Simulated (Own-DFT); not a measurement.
# Computed records: Si3N4 (beta silicon nitride, strained, atoms displaced), SiC (4H silicon carbide, strained, atoms displaced)

Computed with Own-DFT development build. A calculation, not a measurement: plane-wave PBE density functional theory by an unreviewed code, no spin, of a simulated periodic cell, stress positive in tension, free energy of the whole cell less one offset for each atom, forces on such cells passed a denser k mesh, this cell's mesh not checked; offsets are fitted by least squares, one for each functional and potential file, so energies compare only between cells with the same atoms and settings and are not formation energies; the far tail of each file's local potential was reset to the Coulomb form; each entry is a single point on an unrelaxed cell, so the pressure reflects the starting lattice, mostly measured values (interpolated for alloys), from which strain is counted, and rises with the displacements; printed positions are rounded, which can move forces by about a meV/angstrom; the program, named Own-DFT, is a retired in-house code; no spin-orbit coupling; before rounding, a Quantum ESPRESSO 7.3.1 run of the same cell and cutoff gave forces within 1 meV/angstrom rms on each cell, which checks the program and not the settings.

Common to all runs: functional PBE; potential files PseudoDojo norm-conserving, scalar-relativistic, standard set; wave cutoff 42 hartree; occupations Fermi-Dirac; smearing width 0.1 eV.

```json
{"entry": 1, "formula": "Si3N4", "kind": "beta silicon nitride, strained, atoms displaced", "structure": {"cell_angstrom": [[7.6851, 0.0523, 0.0243], [-3.7973, 6.4585, 0.1067], [0.0279, 0.1575, 8.8627]], "atoms_fractional": [["Si", 0.17593, 0.78608, 0.08332], ["Si", 0.23237, 0.40632, 0.09115], ["Si", 0.59899, 0.82761, 0.08336], ["Si", 0.83652, 0.23171, 0.24784], ["Si", 0.77314, 0.59769, 0.2468], ["Si", 0.39535, 0.17641, 0.24005], ["N", 0.3367, 0.03151, 0.08675], ["N", 0.97215, 0.30953, 0.08357], ["N", 0.68583, 0.66738, 0.0846], ["N", 0.66649, 0.9571, 0.25262], ["N", 0.03668, 0.70689, 0.25164], ["N", 0.3123, 0.33824, 0.25114], ["N", 0.33296, 0.6701, 0.08905], ["N", 0.66659, 0.34157, 0.24388], ["Si", 0.1717, 0.77978, 0.41929], ["Si", 0.2281, 0.40649, 0.41232], ["Si", 0.5998, 0.83896, 0.42081], ["Si", 0.82242, 0.23813, 0.58181], ["Si", 0.76053, 0.59468, 0.59157], ["Si", 0.4053, 0.17271, 0.58201], ["N", 0.32799, 0.03152, 0.41074], ["N", 0.97403, 0.29642, 0.42229], ["N", 0.68673, 0.65118, 0.40664], ["N", 0.67085, 0.96435, 0.58957], ["N", 0.03266, 0.70665, 0.58275], ["N", 0.30385, 0.32686, 0.59416], ["N", 0.33651, 0.6629, 0.42123], ["N", 0.66735, 0.33778, 0.577], ["Si", 0.16387, 0.75842, 0.7587], ["Si", 0.22181, 0.40245, 0.7495], ["Si", 0.59899, 0.82921, 0.75196], ["Si", 0.83268, 0.23562, 0.91892], ["Si", 0.76117, 0.59577, 0.92254], ["Si", 0.40686, 0.17191, 0.9222], ["N", 0.32752, 0.01752, 0.74671], ["N", 0.9777, 0.30512, 0.74906], ["N", 0.70156, 0.6597, 0.76207], ["N", 0.67916, 0.96712, 0.91879], ["N", 0.028, 0.70326, 0.9176], ["N", 0.30062, 0.32366, 0.92088], ["N", 0.33424, 0.67377, 0.74786], ["N", 0.67054, 0.33426, 0.90789]]}, "settings": {"k_mesh": "3 x 3 x 3 centred on Gamma"}, "results": {"free_energy_of_cell_above_offsets [eV]": "-3.698", "pressure [GPa]": 4.41, "stress_xx [GPa]": -0.68, "stress_yy [GPa]": -12.33, "stress_zz [GPa]": -0.23, "stress_yz [GPa]": 6.26, "stress_xz [GPa]": 2.33, "stress_xy [GPa]": 2.76, "force_element": ["Si", "Si", "Si", "Si", "Si", "Si", "N", "N", "N", "N", "N", "N", "N", "N", "Si", "Si", "Si", "Si", "Si", "Si", "N", "N", "N", "N", "N", "N", "N", "N", "Si", "Si", "Si", "Si", "Si", "Si", "N", "N", "N", "N", "N", "N", "N", "N"], "force_x [eV/angstrom]": [1.149, 0.194, -2.897, -3.048, -0.234, 4.126, 0.014, 1.008, 3.271, 0.403, -1.094, -2.998, -0.472, 1.667, 1.84, 2.335, 0.24, 1.249, 1.186, 0.187, 0.358, -1.103, -0.776, 0.315, -1.711, -1.566, -1.75, 0.092, 1.03, 3.736, -0.802, -0.527, 1.962, 0.78, 0.221, -3.34, -2.868, -0.171, -1.165, -1.863, 1.071, -0.05], "force_y [eV/angstrom]": [-4.883, 0.969, -0.41, -0.189, 0.632, 0.341, 1.82, -0.439, -1.336, 3.755, 0.02, 0.446, 0.779, -3.189, -2.787, 0.087, -4.585, -0.272, 0.983, -0.559, 2.423, -0.754, 2.28, 2.262, -0.935, 0.636, 2.319, -1.668, 0.792, 1.325, -2.106, 0.01, -0.759, 0.396, 2.378, -1.44, 2.147, 1.279, -0.163, 0.805, -1.521, -0.892], "force_z [eV/angstrom]": [0.061, -2.426, 1.231, 1.324, 0.6, 2.671, -0.417, -0.288, -0.154, -1.713, -0.383, 0.035, -0.554, -0.288, -0.375, 2.435, 0.449, 1.198, -2.53, 0.089, 0.624, -1.962, 3.428, -1.838, 1.619, -2.103, -0.03, 0.446, -3.041, 0.594, 1.871, -0.793, 1.688, -3.635, 1.791, -0.122, -3.101, -0.947, 2.641, 0.342, 0.666, 0.894]}}
{"entry": 2, "formula": "SiC", "kind": "4H silicon carbide, strained, atoms displaced", "structure": {"cell_angstrom": [[6.1561, -0.0135, -0.028], [-3.0897, 5.3241, 0.0409], [-0.0457, 0.0507, 10.0493]], "atoms_fractional": [["Si", 0.00154, 0.00499, 0.41757], ["Si", 0.17281, 0.32783, 0.16029], ["C", 0.01026, 0.00212, 0.09617], ["C", 0.1615, 0.32664, 0.3471], ["Si", 0.01049, 0.5096, 0.40816], ["Si", 0.16638, 0.83666, 0.15753], ["C", 0.97803, 0.47551, 0.08919], ["C", 0.1629, 0.83643, 0.34441], ["Si", 0.49584, 0.99233, 0.41255], ["Si", 0.65511, 0.33437, 0.15403], ["C", 0.50522, 0.00327, 0.08714], ["C", 0.67727, 0.33417, 0.34254], ["Si", 0.51936, 0.51585, 0.41991], ["Si", 0.65308, 0.81033, 0.15685], ["C", 0.49145, 0.49222, 0.08324], ["C", 0.65273, 0.82416, 0.34874], ["Si", 0.00306, 0.99439, 0.90356], ["Si", 0.82847, 0.66316, 0.66031], ["C", 0.01039, 0.98874, 0.58911], ["C", 0.84651, 0.67154, 0.84401], ["Si", 0.99786, 0.50006, 0.91679], ["Si", 0.81637, 0.15369, 0.64796], ["C", 0.01656, 0.50283, 0.59626], ["C", 0.83787, 0.1757, 0.8437], ["Si", 0.48419, 0.99015, 0.90326], ["Si", 0.323, 0.66315, 0.66262], ["C", 0.51111, 0.00679, 0.597], ["C", 0.34274, 0.68836, 0.84636], ["Si", 0.49262, 0.51674, 0.90899], ["Si", 0.31972, 0.1579, 0.65735], ["C", 0.51637, 0.51531, 0.58584], ["C", 0.34298, 0.17669, 0.84599]]}, "settings": {"k_mesh": "5 x 5 x 3 centred on Gamma"}, "results": {"free_energy_of_cell_above_offsets [eV]": "-1.523", "pressure [GPa]": 8.01, "stress_xx [GPa]": -3.97, "stress_yy [GPa]": -7.21, "stress_zz [GPa]": -12.85, "stress_yz [GPa]": 0.79, "stress_xz [GPa]": -3.54, "stress_xy [GPa]": -1.56, "force_element": ["Si", "Si", "C", "C", "Si", "Si", "C", "C", "Si", "Si", "C", "C", "Si", "Si", "C", "C", "Si", "Si", "C", "C", "Si", "Si", "C", "C", "Si", "Si", "C", "C", "Si", "Si", "C", "C"], "force_x [eV/angstrom]": [-0.102, -2.023, -1.427, 1.083, -0.01, 0.984, 1.385, 0.374, -0.451, 1.515, -0.627, -1.274, -0.595, 0.227, -0.174, 1.092, -0.942, 1.856, -2.437, -1.684, 0.229, 4.032, -2.686, 0.124, 1.909, 2.41, -3.58, -0.803, 2.307, 2.303, -1.597, -1.422], "force_y [eV/angstrom]": [-0.825, -0.327, -1.115, 1.434, -0.971, -1.117, 2.182, 0.38, 1.092, -1.268, -1.356, 0.139, -2.822, 2.935, 0.483, 1.367, 1.836, -0.206, 0.15, -0.658, -0.571, 2.723, -1.265, -1.385, 4.488, 1.125, -2.177, -3.828, -1.13, 2.132, -1.622, 0.178], "force_z [eV/angstrom]": [-4.424, -0.154, -0.615, 0.522, -0.624, -0.419, 3.132, 0.521, -1.687, 0.409, 1.537, 1.022, -5.771, 0.14, 2.914, -0.656, 0.83, -0.339, 2.742, 0.467, -3.228, 2.977, -0.691, -0.62, 1.147, -0.73, -0.818, -0.762, -2.494, 0.37, 6.171, -0.869]}}
{"entry": 3, "formula": "SiC", "kind": "4H silicon carbide, strained, atoms displaced", "structure": {"cell_angstrom": [[6.1398, -0.1037, -0.0808], [-3.1598, 5.4783, 0.0682], [-0.132, 0.0524, 9.9826]], "atoms_fractional": [["Si", 0.00849, 0.99985, 0.41656], ["Si", 0.15578, 0.32458, 0.16271], ["C", 0.99596, 0.99312, 0.09262], ["C", 0.16566, 0.33545, 0.34909], ["Si", 0.00164, 0.5014, 0.40344], ["Si", 0.1654, 0.82533, 0.15707], ["C", 0.00736, 0.49137, 0.09884], ["C", 0.16161, 0.82187, 0.34155], ["Si", 0.4874, 0.98755, 0.40958], ["Si", 0.6778, 0.33363, 0.1521], ["C", 0.4947, 0.99234, 0.09882], ["C", 0.66926, 0.33342, 0.34624], ["Si", 0.4971, 0.49559, 0.40418], ["Si", 0.67294, 0.8432, 0.15811], ["C", 0.50002, 0.49328, 0.08596], ["C", 0.65672, 0.82958, 0.32658], ["Si", 0.01687, 0.99962, 0.90294], ["Si", 0.84818, 0.66714, 0.66525], ["C", 0.00268, 0.99922, 0.59786], ["C", 0.83378, 0.66519, 0.84062], ["Si", 0.99572, 0.50481, 0.91681], ["Si", 0.83137, 0.17325, 0.65834], ["C", 0.00613, 0.49327, 0.59827], ["C", 0.83108, 0.16253, 0.83768], ["Si", 0.52232, 0.01068, 0.90389], ["Si", 0.33092, 0.66378, 0.65867], ["C", 0.49287, 0.99137, 0.59674], ["C", 0.34601, 0.66738, 0.83347], ["Si", 0.49933, 0.50515, 0.90472], ["Si", 0.32426, 0.15655, 0.65255], ["C", 0.50541, 0.51052, 0.59615], ["C", 0.32797, 0.16254, 0.84428]]}, "settings": {"k_mesh": "5 x 5 x 3 centred on Gamma"}, "results": {"free_energy_of_cell_above_offsets [eV]": "-2.053", "pressure [GPa]": 5.33, "stress_xx [GPa]": -5.95, "stress_yy [GPa]": 4.6, "stress_zz [GPa]": -14.63, "stress_yz [GPa]": 2.78, "stress_xz [GPa]": -4.02, "stress_xy [GPa]": -8.27, "force_element": ["Si", "Si", "C", "C", "Si", "Si", "C", "C", "Si", "Si", "C", "C", "Si", "Si", "C", "C", "Si", "Si", "C", "C", "Si", "Si", "C", "C", "Si", "Si", "C", "C", "Si", "Si", "C", "C"], "force_x [eV/angstrom]": [-1.478, 2.79, 0.717, -0.241, -0.014, -0.615, -0.855, -0.957, 1.671, -2.399, 0.733, -0.895, 1.113, -0.055, -0.263, 0.696, -2.776, -1.018, -1.622, 0.548, 1.881, 0.662, -1.545, 1.873, -2.615, 1.352, -0.128, -1.723, 0.214, 1.664, 0.689, 2.595], "force_y [eV/angstrom]": [-0.739, -0.423, 0.517, -1.251, -0.764, 0.617, 1.093, 0.962, 1.031, -0.845, 1.18, -0.903, 1.397, -2.006, 0.552, 0.085, -0.647, -0.65, -0.858, 0.305, -0.512, -1.037, 0.682, 1.612, -2.069, 0.026, 0.499, 0.664, -1.033, 2.299, -1.05, 1.265], "force_z [eV/angstrom]": [-2.795, -1.13, -0.043, -0.156, 1.544, -0.322, -0.312, 1.102, -1.226, 1.142, -1.766, -0.455, 0.358, -4.007, 2.127, 6.97, 0.871, -3.122, 0.031, 3.051, -3.07, -1.182, -1.322, 2.271, 0.602, -1.706, -0.666, 4.219, -0.793, 1.184, -0.569, -0.83]}}
{"entry": 4, "formula": "SiC", "kind": "4H silicon carbide, strained, atoms displaced", "structure": {"cell_angstrom": [[6.2357, -0.0249, 0.0577], [-3.1394, 5.3153, 0.048], [0.0942, 0.1449, 9.9342]], "atoms_fractional": [["Si", 0.00157, 0.00453, 0.39859], ["Si", 0.17149, 0.32503, 0.15424], ["C", 0.99143, 0.00019, 0.09153], ["C", 0.16387, 0.33162, 0.3507], ["Si", 0.0016, 0.49698, 0.40402], ["Si", 0.16785, 0.83634, 0.15233], ["C", 0.98587, 0.49468, 0.09775], ["C", 0.16295, 0.84063, 0.34061], ["Si", 0.49566, 0.99398, 0.40809], ["Si", 0.6769, 0.3442, 0.1529], ["C", 0.49118, 0.00954, 0.08494], ["C", 0.67392, 0.32416, 0.34064], ["Si", 0.50333, 0.49415, 0.4131], ["Si", 0.66884, 0.82992, 0.15326], ["C", 0.48917, 0.49136, 0.10131], ["C", 0.68233, 0.8539, 0.34419], ["Si", 0.00197, 0.0002, 0.89973], ["Si", 0.84042, 0.67182, 0.64821], ["C", 0.00171, 0.9962, 0.59327], ["C", 0.83063, 0.66603, 0.84079], ["Si", 0.0142, 0.5052, 0.90523], ["Si", 0.84721, 0.17637, 0.66074], ["C", 0.99494, 0.49586, 0.59593], ["C", 0.82829, 0.16517, 0.85006], ["Si", 0.49452, 0.99361, 0.89897], ["Si", 0.35071, 0.66515, 0.64832], ["C", 0.49598, 0.01096, 0.58926], ["C", 0.33584, 0.66317, 0.84152], ["Si", 0.50027, 0.50205, 0.90347], ["Si", 0.3309, 0.16384, 0.65334], ["C", 0.49961, 0.48576, 0.59665], ["C", 0.34573, 0.16532, 0.83686]]}, "settings": {"k_mesh": "5 x 5 x 3 centred on Gamma"}, "results": {"free_energy_of_cell_above_offsets [eV]": "-3.018", "pressure [GPa]": 6.83, "stress_xx [GPa]": -1.4, "stress_yy [GPa]": -8.21, "stress_zz [GPa]": -10.89, "stress_yz [GPa]": 5.52, "stress_xz [GPa]": 4.42, "stress_xy [GPa]": -2.81, "force_element": ["Si", "Si", "C", "C", "Si", "Si", "C", "C", "Si", "Si", "C", "C", "Si", "Si", "C", "C", "Si", "Si", "C", "C", "Si", "Si", "C", "C", "Si", "Si", "C", "C", "Si", "Si", "C", "C"], "force_x [eV/angstrom]": [0.317, -2.726, 1.56, 1.266, -0.682, -0.595, 3.69, 1.189, -0.02, -2.317, 1.613, -1.306, 0.25, -2.134, 1.605, -1.098, 0.055, -0.041, -0.663, 0.955, -2.338, -1.101, 1.485, 1.336, 0.272, -2.348, 2.195, 0.541, 0.725, -0.017, 0.164, -1.833], "force_y [eV/angstrom]": [-0.512, 0.213, -0.278, 1.54, 0.291, -0.227, 1.756, -0.773, 0.596, -2.469, -0.733, 1.136, 0.418, 0.572, 1.456, -2.683, -0.085, -1.372, 1.37, 0.192, -0.801, -1.707, 1.409, 0.466, 0.526, 0.534, -1.376, 0.134, -0.814, -1.312, 2.241, 0.292], "force_z [eV/angstrom]": [1.763, 1.419, -0.64, -1.381, 0.153, 0.095, -1.672, 0.45, -1.624, 0.832, 0.944, 0.721, -2.548, 0.446, -2.041, -0.071, 0.496, 1.78, -0.745, 0.223, 0.358, -0.626, -0.987, -1.14, 0.922, 0.796, 1.339, -0.558, 0.585, 0.326, -0.665, 1.051]}}
```
